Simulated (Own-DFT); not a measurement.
# Energy and forces against displacement in a stack of InAs and GaAs layers, 64 atoms (As32Ga24In8)

All numbers below are calculated, not measured. The program, named Own-DFT, is a retired in-house plane-wave density functional code that no person has reviewed. Each row is one single-point run on a periodic cell that was not relaxed, without spin or spin-orbit coupling.

Settings of every run: PBE; PseudoDojo norm-conserving scalar-relativistic files; cutoff 42 hartree; 3 x 3 x 3 k mesh centred on Gamma; Fermi-Dirac smearing of 0.1 eV.

Known limits: forces on such cells passed a denser k mesh, each cell not checked; stress not checked against mesh or cutoff.

Cell vectors in Å: (11.307, 0.000, 0.000); (0.000, 11.307, 0.000); (0.000, 0.000, 11.307). In each run every atom was moved at random and independently from its ideal site; u is the rms move along one axis. E is the free energy for each atom above the fitted value at u = 0, and F the rms of the force components.

```
run,u (Å),E (meV/atom),F (eV/Å),largest force (eV/Å),P (GPa)
1,0.0295,12.3,0.712,2.56,9.03
2,0.0309,14.4,0.757,2.76,9.06
3,0.0313,18.2,0.780,3.27,9.12
4,0.0594,?,?,?,?
5,0.0615,54.3,1.137,6.32,9.51
6,0.1004,185.9,1.824,9.56,11.48
7,0.1005,156.9,1.681,6.72,10.96
8,0.1061,160.0,1.689,6.70,10.87
```

## Worked fit

For small independent moves the energy grows as E = (3/2) K u², with K the mean stiffness felt by one atom. The runs with u up to 0.11 Å give K = 10.5 ± 0.7 eV/Å², with residuals divided by u² + 0.0006 Å², since the noise grows with the moves. The scatter is 5.2 meV/atom at u = 0.05 Å. The forces follow F² = F0² + G² u², fitted to F/u, with G = 16.1 eV/Å² and F0 = 0.56 eV/Å. F0 is the force that atoms already bear on their ideal sites. G exceeds K because the moves of its neighbours add to the force on an atom, and stiffness differs between atoms. The pressure follows P = 8.86 + 212 u² GPa: at fixed volume, shortened bonds push harder than stretched ones pull.

## Withheld run

Question: what energy and rms force should run 4 give?

The fit gives 56 ± 8 meV/atom and about 1.11 eV/Å. The calculation gave 71.2 meV/atom and 1.142 eV/Å.
